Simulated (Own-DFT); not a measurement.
Hf$_{36}$O$_{71}$ (tetragonal hafnia with one neutral oxygen vacancy, atoms displaced) (calculated)

Computed with Own-DFT development build. A calculation, not a measurement: plane-wave PBE and HSE06 DFT by an unreviewed code, no spin, of a simulated cell at Gamma alone, so results move with cell size and shape, stress positive in tension, energies less offsets, not probed for a lower state with spin; hafnium file: forces about 75 meV/angstrom off all-electron values; oxygen file: force components 24 meV/angstrom off all-electron in a glass; k mesh not checked against a denser one; forces and stress are PBE's, HSE06 gives the energy alone, and its difference from PBE has offsets of its own; offsets are fitted by least squares, one for each functional and potential file, so energies compare only between cells with the same atoms and settings and are not formation energies; the far tail of each file's local potential was reset to the Coulomb form; each entry is a single point on an unrelaxed cell, so the pressure reflects the starting lattice, taken from the Materials Project, from which strain is counted, and rises with the displacements; printed positions are rounded, which can move forces by about a meV/angstrom; the program is a retired in-house code; no spin-orbit coupling.

Common to all runs: first functional PBE; second functional HSE06; exact exchange share 0.25; screening 0.11 1/bohr; exchange divergence Gygi-Baldereschi; potential files PseudoDojo norm-conserving, scalar-relativistic, made for PBE, standard set; wave cutoff 48 hartree; occupations fixed; k mesh 1 x 1 x 1 centred on Gamma.

(1) 
```xyz
107
Lattice="10.7800 0.0000 0.0000 0.0000 10.7800 0.0000 0.0000 0.0000 10.4493" Properties=species:S:1:pos:R:3:force_x:R:1:force_y:R:1:force_z:R:1 formula=Hf36O71 PBE_energy_of_cell_above_offsets=-88.642 HSE06_less_PBE_above_offsets=0.479 PBE_pressure=5.51 PBE_stress_xx=-4.26 PBE_stress_yy=-6.62 PBE_stress_zz=-5.63 PBE_stress_yz=-0.64 PBE_stress_xz=0.59 PBE_stress_xy=-0.38
Hf     0.0630    10.6768    10.3550     -2.415      0.761      0.705
Hf     1.7647     1.8223     2.5803     -1.005      0.559      0.227
O      0.0662     1.7479     1.5213     -1.301      0.786       1.65
O      1.8916    10.7429     3.7613      -0.36      1.175     -1.714
O     10.7527     1.7895     4.2191      1.231      0.631     -1.061
O      1.7732     0.0578     1.0507      0.285     -0.135      0.294
Hf     0.0167    10.6914     5.1627     -1.962      1.574      1.114
Hf     1.9832     1.8657     7.7177     -4.248      0.468      0.634
O     10.6761     1.7501     6.9188      2.226      0.563      0.234
O      1.8453    10.6930     8.7502       0.42      6.135      4.462
O      0.0140     1.6952     9.5470       0.17      1.162     -0.213
O      1.8837     0.0431     6.2943     -0.923       0.11     -0.572
Hf    10.6675     3.7032     0.0942      1.965     -1.914      -2.32
Hf     1.7268     5.3919     2.5533      3.979      1.561      2.101
O      0.0585     5.2676     1.6909     -3.842     -0.023     -1.573
O      1.9016     3.6166     3.5686     -0.178     -1.421      1.197
O      0.1037     5.4062     4.4108     -0.196      0.441     -2.604
O      1.7594     3.5813     1.0429      0.302     -1.026     -0.788
Hf     0.0713     3.6626     5.1299     -2.249     -2.951      2.453
Hf     1.9028     5.4697     7.8505     -1.852      0.268       1.88
O     10.7055     5.3334     6.7893      2.164      0.442     -0.038
O      1.8712     3.6619     8.7884     -0.065     -1.728      0.018
O     10.5737     5.3890     9.3584      0.916     -0.082      1.175
O      1.7076     3.5044     6.2289      2.718     -0.583      -0.23
Hf     0.0811     7.1374    10.4359     -0.914      1.035     -0.784
Hf     1.7185     9.1689     2.4509      -0.86     -2.712      3.085
O     10.7573     9.0254     1.4745      0.933      0.176      0.356
O      1.7342     7.1279     3.7083     -0.286      1.462     -0.555
O     10.7442     9.0242     4.1043      0.582      -1.28      0.504
O      1.7386     7.0832     1.1049      0.995      1.078     -0.598
Hf     0.0597     7.1621     5.3054     -0.073      1.668     -0.894
Hf     1.7031     9.1819     7.8240      1.548     -6.468     -2.537
O     10.7747     9.0025     6.8674     -0.644     -0.206     -1.491
O      1.8453     7.2586     8.9241     -0.419      0.142      0.056
O     10.7370     8.9186     9.3921      0.402      -0.03     -0.351
O      1.8406     7.1819     6.2937     -0.991      0.184      0.099
Hf     3.4833     0.0807     0.0273       3.61     -1.866     -1.243
Hf     5.2624     1.8129     2.7492      2.266      0.415     -1.552
O      3.6415     1.8439     1.5131     -0.318     -0.377      0.584
O      5.3380     0.0499     3.6255      0.475     -0.656     -0.076
O      3.6126     1.6927     4.1723      -0.13      3.329     -1.154
O      5.4385    10.6632     0.9008     -0.936      0.735      1.489
Hf     3.5857     0.0796     5.1897      0.272     -4.153      2.016
Hf     5.4630     1.8046     7.9017      0.525     -0.832     -0.462
O      3.7217     1.6969     6.7260     -0.443      0.417     -0.154
O      5.3951    10.6770     8.8776       0.16      2.719      -0.94
O      3.7098     1.8215     9.3767     -0.787     -1.058     -0.473
O      5.5733     0.0223     6.1773     -4.591      0.223      1.568
Hf     3.6696     3.4900     0.0266     -2.524      4.183      -0.05
Hf     5.5082     5.3849     2.6776     -2.977      0.885     -1.246
O      3.4857     5.2783     1.5923      2.359      0.091       0.47
O      5.3290     3.6362     3.7664       -0.5     -0.245     -0.651
O      3.5607     5.5045     4.1776       1.25     -1.406      1.292
O      5.4377     3.7349     1.0378     -1.476     -0.626      1.648
Hf     3.5769     3.5069     5.1872      0.073      2.737      0.682
Hf     5.5231     5.3699     7.8315     -3.895      1.041      0.669
O      3.4744     5.4275     6.8863      3.933     -0.766     -1.917
O      5.3988     3.6705     8.9341       0.52     -1.446      0.781
O      3.4769     5.3895     9.4520      0.577      0.487      0.863
O      5.3328     3.5140     6.4369      -0.11      0.444     -1.711
Hf     3.5581     7.2945    10.4309     -0.495     -1.837     -0.738
Hf     5.3638     9.0251     2.6251      0.895     -0.353     -0.648
O      3.5667     9.1092     1.6551     -0.274     -0.267     -1.237
O      5.4728     7.2481     3.6508      0.304     -1.401     -0.221
O      3.5562     8.9390     4.1474      1.044      1.107      0.549
O      5.3133     7.1742     1.0147      1.065     -0.155      0.442
Hf     3.5538     7.2816     5.2365      0.065     -0.999      0.356
Hf     5.4356     8.9943     7.8758     -0.263     -0.711     -1.245
O      3.5904     9.0330     6.9234      0.443      0.044     -1.037
O      5.3870     7.1569     8.8367      0.675     -0.017      1.525
O      3.6855     9.0820     9.4286     -0.717      -0.68      1.584
O      5.4662     7.2630     6.4125      -0.91      -0.78     -2.299
Hf     7.2634     0.0747    10.4396     -0.688     -3.117      1.491
Hf     9.0592     1.9210     2.5602      0.118     -3.167       0.55
O      9.0306     0.0702     3.6216     -0.586      0.621     -1.835
O      7.1258     1.9263     4.2470     -0.266     -1.888     -1.698
O      9.0197    10.7132     0.8951      0.149      1.001      0.236
Hf     7.1130     0.0928     5.1850      5.855     -2.107     -0.624
Hf     8.9313     1.7694     8.0384      2.428      -1.87      -5.28
O      7.2226     1.8207     6.9348     -0.875      0.099     -0.916
O      8.9582    10.7514     8.6679      0.023     -1.862      2.931
O      7.1687     1.6585     9.4454     -0.779       4.03     -0.369
O      9.0546     0.0368     6.1725     -1.409     -0.688     -0.713
Hf     7.0381     3.6327     0.0015      2.627     -1.071     -0.479
Hf     8.9066     5.3561     2.6653      1.855      1.253     -0.913
O      7.3148     5.2727     1.5271     -2.472      1.552      1.058
O      9.0996     3.6452     3.6150     -0.204     -0.636     -0.184
O      7.2745     5.3611     4.1726     -0.864     -1.035     -1.277
O      8.9319     3.7318     0.9540     -0.194     -1.609      1.147
Hf     7.1829     3.5578     5.2024     -0.671      1.087      2.996
Hf     9.0644     5.3580     7.7596     -1.656      -0.42      1.027
O      7.0545     5.3695     6.7867      3.161     -0.015     -1.376
O      9.0459     3.4135     8.8187     -0.037      5.126      2.182
O      7.3467     5.3285     9.5027     -0.981       0.92     -1.246
O      8.8585     3.6124     6.1408      1.806      0.784      0.236
Hf     7.1520     7.2039    10.3890      0.942      0.485      0.281
Hf     8.8387     8.8009     2.5789      3.548      2.456       1.69
O      7.2650     8.8969     1.5789     -3.567     -0.436     -1.051
O      9.0409     7.1299     3.6993     -0.359     -0.982     -0.687
O      7.2667     8.9534     4.1038     -0.716      0.471      0.473
O      9.1052     7.2761     1.0065     -1.399     -1.162      0.082
Hf     7.1457     7.0613     5.1639      0.175      3.746       2.03
Hf     8.9079     8.9757     7.8108      -0.08     -0.588     -1.348
O      7.2128     9.0492     6.6926     -0.271      -0.03      1.323
O      8.9261     7.1296     8.7816     -0.598       0.86      0.138
O      7.2057     9.0223     9.5144      0.104     -1.165     -1.257
O      8.9091     7.1973     6.2202      0.655     -0.694     -0.003
```

Units: PBE_energy_of_cell_above_offsets, HSE06_less_PBE_above_offsets in eV; PBE_pressure, PBE_stress_xx, PBE_stress_yy, PBE_stress_zz, PBE_stress_yz, PBE_stress_xz, PBE_stress_xy in GPa; force_x, force_y, force_z in eV/Å.

(2) 
```xyz
107
Lattice="10.7800 0.0000 0.0000 0.0000 10.7800 0.0000 0.0000 0.0000 10.4493" Properties=species:S:1:pos:R:3:force_x:R:1:force_y:R:1:force_z:R:1 formula=Hf36O71 PBE_energy_of_cell_above_offsets=-87.087 HSE06_less_PBE_above_offsets=0.548 PBE_pressure=5.96 PBE_stress_xx=-4.24 PBE_stress_yy=-7.34 PBE_stress_zz=-6.3 PBE_stress_yz=-0.27 PBE_stress_xz=0.1 PBE_stress_xy=-0.3
Hf     0.1791     0.0025    10.4408     -2.641     -0.774      0.647
Hf     1.6563     1.7239     2.7100      1.206      1.777     -1.945
O     10.7120     1.7905     1.5826      4.165       0.08     -2.174
O      1.8355    10.7555     3.5016     -0.278      0.413      1.335
O     10.7296     1.7077     4.0509      1.255      0.423      1.155
O      1.9331     0.0989     1.0075     -2.141     -0.984     -0.052
Hf    10.7731    10.7142     5.1922       -1.5      1.374     -0.174
Hf     1.7401     1.8135     7.9668      0.346     -0.386     -2.799
O      0.0579     1.7582     6.6765     -0.105      0.465      2.413
O      1.7807    10.7188     8.8262      0.794      2.948      0.723
O      0.0242     1.7639     9.4477      0.233      0.796     -1.338
O      1.7482    10.7115     6.2074      1.343      1.075      0.127
Hf     0.0589     3.6045    10.3852      0.157      0.111      2.832
Hf     1.7631     5.4201     2.5621      3.094     -0.747      0.295
O      0.0473     5.4205     1.6617     -1.742      0.152     -2.019
O      1.6958     3.6398     3.6422      0.311     -0.905     -0.535
O     10.6924     5.4647     4.2047      0.211     -1.403     -1.224
O      1.8283     3.7238     0.9841      -1.09     -0.044     -0.586
Hf     0.0845     3.5899     5.0752     -2.267     -1.037      0.132
Hf     1.7110     5.4032     7.8941      2.105      1.465     -1.946
O      0.0290     5.4686     6.7907     -0.162       0.35      0.752
O      1.8796     3.5974     8.9629     -1.355     -0.341     -1.087
O     10.7390     5.4223     9.4034      0.659     -1.249      0.309
O      1.6787     3.6630     6.1574      2.757     -0.617      1.369
Hf     0.0209     7.1575    10.4127      0.705      1.465      0.075
Hf     1.7527     9.0290     2.5775      2.826     -1.662      1.181
O     10.7693     8.8906     1.6696      1.934      0.569     -3.097
O      1.9524     7.1680     3.5522     -1.406      0.959       0.13
O      0.0497     9.0786     4.1382      0.195     -2.916      0.097
O      1.8829     7.1628     0.9863     -3.399     -0.486     -0.196
Hf    10.7422     7.0858     5.1528      1.424      2.546      2.043
Hf     1.6948     8.9550     7.7995      3.711     -1.861       0.84
O      0.1222     9.1003     6.8672      -4.59     -0.638     -2.544
O      0.1524     9.0790     9.2862     -1.059     -1.853      2.579
O      1.9255     7.1826     6.2045     -3.485      0.206      0.408
Hf     3.5814     0.1103    10.3496          3     -1.267      2.571
Hf     5.3616     1.9770     2.6544      1.115     -4.828     -3.968
O      3.5232     1.8310     1.5130      0.435      0.596      1.345
O      5.3018     0.1420     3.4050      0.629     -1.993      2.591
O      3.6269     1.6678     4.3392     -0.776      5.656      -2.94
O      5.4644    10.6864     1.1273     -1.839     -0.071     -3.767
Hf     3.5995     0.1918     5.3832      0.318     -6.131      0.401
Hf     5.3986     1.8613     7.8639      0.694     -0.571     -0.104
O      3.6136     1.8457     6.8263      -1.28     -0.055      1.153
O      5.5516     0.0776     8.7434     -1.596     -0.937      0.629
O      3.6617     1.8985     9.4816     -0.263     -1.603     -2.205
O      5.5060     0.1192     6.2153     -4.988     -0.415      1.982
Hf     3.6570     3.6628    10.3322      0.015      1.524      3.576
Hf     5.2865     5.4939     2.7407      1.745     -1.946     -1.724
O      3.6623     5.3439     1.6976     -1.794     -0.243     -2.229
O      5.4993     3.5666     3.5935     -1.251      3.005      2.641
O      3.5766     5.4030     4.0597      0.782     -1.186      2.261
O      5.5056     3.6015     1.0250     -1.223     -0.169     -0.538
Hf     3.6937     3.5723     5.2053     -3.348      1.815     -0.455
Hf     5.4165     5.3362     7.9660     -1.782      4.546      -3.02
O      3.5283     5.4714     6.8179      0.635     -1.985      0.072
O      5.3436     3.7046     8.9182      0.839     -3.633      0.268
O      3.6512     5.4343     9.3150     -1.618     -0.126      1.565
O      5.3734     3.4894     6.0879     -0.874      0.342       2.78
Hf     3.5640     7.3043     0.0523      1.744     -1.096     -1.923
Hf     5.3535     8.9412     2.4822      0.765      2.758      0.652
O      3.6103     8.8507     1.4922     -1.673      1.076      0.845
O      5.4294     7.1823     3.5790      0.189      1.776      1.371
O      3.6276     9.0545     4.1234      0.119     -0.047       0.87
O      5.2823     7.2048     1.0025      3.053     -0.567      0.514
Hf     3.5834     7.2277     5.1797      1.197       0.62      0.065
Hf     5.3343     8.9955     7.8512     -0.044     -1.976      -0.66
O      3.5106     8.9542     6.8481      1.874      0.962      0.166
O      5.2798     7.1274     8.8786      1.128      1.331      0.014
O      3.5401     8.9936     9.4464      0.235      1.124     -0.746
O      5.3310     7.1622     6.2829      0.581      0.721      -1.09
Hf     7.2410    10.7691    10.3698     -1.003     -2.248      4.211
Hf     9.0391     1.7329     2.4901      -3.92     -1.387      2.767
O      7.1959     1.6767     1.5666     -0.797      1.427       0.05
O      8.8788    10.7739     3.6777      1.287      -0.66     -1.442
O      7.1900     1.7530     4.1957     -0.477      1.565      0.808
O      8.9869     0.1149     0.9912      2.485     -1.131      -0.74
Hf     7.0221    10.7315     5.1671      4.763      0.432     -2.829
Hf     9.1149     1.8045     7.9001      -1.92     -1.375     -1.678
O      7.0575     1.8212     6.8025      2.944      1.329       1.01
O      8.9894    10.7370     8.9200       0.76     -0.426     -1.539
O      7.3052     1.5924     9.4597      0.072      6.416     -2.327
O      9.0282    10.7663     6.2340     -0.929       -0.3      1.267
Hf     7.2615     3.6544     0.1285     -0.703     -1.408      0.397
Hf     9.0186     5.4027     2.5960     -0.735     -1.629      0.357
O      7.2614     5.3280     1.6476     -0.834      0.411      -1.12
O      9.0660     3.5336     3.4990      0.053      1.603       1.12
O      7.0286     5.3724     4.2388      1.146     -1.137     -0.369
O      8.9664     3.5037     1.1038      1.758      0.996     -2.006
Hf     7.1231     3.5279     5.3309      3.475     -0.448     -2.449
Hf     9.0118     5.3210     7.9642     -0.538      1.346     -4.318
O      7.0319     5.4171     6.7299      2.041     -0.861      1.043
O      9.0384     3.6366     8.8984      0.174     -2.362      0.915
O      7.2167     5.4255     9.3389     -0.039     -1.821      0.348
O      9.1008     3.7031     6.2302     -1.358     -0.639      0.512
Hf     7.1997     7.1417    10.3546     -0.828      0.527      2.241
Hf     9.0261     8.8704     2.4816      -3.47      3.481      2.191
O      7.2760     9.0442     1.5291     -0.393     -1.361      0.891
O      8.8914     7.2124     3.5201      0.475      -1.31      1.774
O      7.2333     9.0139     4.2710     -0.948     -2.034     -0.704
O      9.0246     7.1718     1.0080     -0.146     -0.289     -1.008
Hf     7.2026     7.0553     5.1955     -1.297      2.425      1.264
Hf     9.0131     9.0312     7.7314     -0.835      -0.09     -0.358
O      7.1229     8.9441     6.7944      0.925       0.28      1.475
O      8.9607     7.0805     8.8113      0.367      2.847      0.882
O      7.0887     8.8790     9.5770      0.139      0.984     -2.727
O      9.0562     7.1662     6.2396     -0.646      0.566     -0.595
```

Units: PBE_energy_of_cell_above_offsets, HSE06_less_PBE_above_offsets in eV; PBE_pressure, PBE_stress_xx, PBE_stress_yy, PBE_stress_zz, PBE_stress_yz, PBE_stress_xz, PBE_stress_xy in GPa; force_x, force_y, force_z in eV/Å.
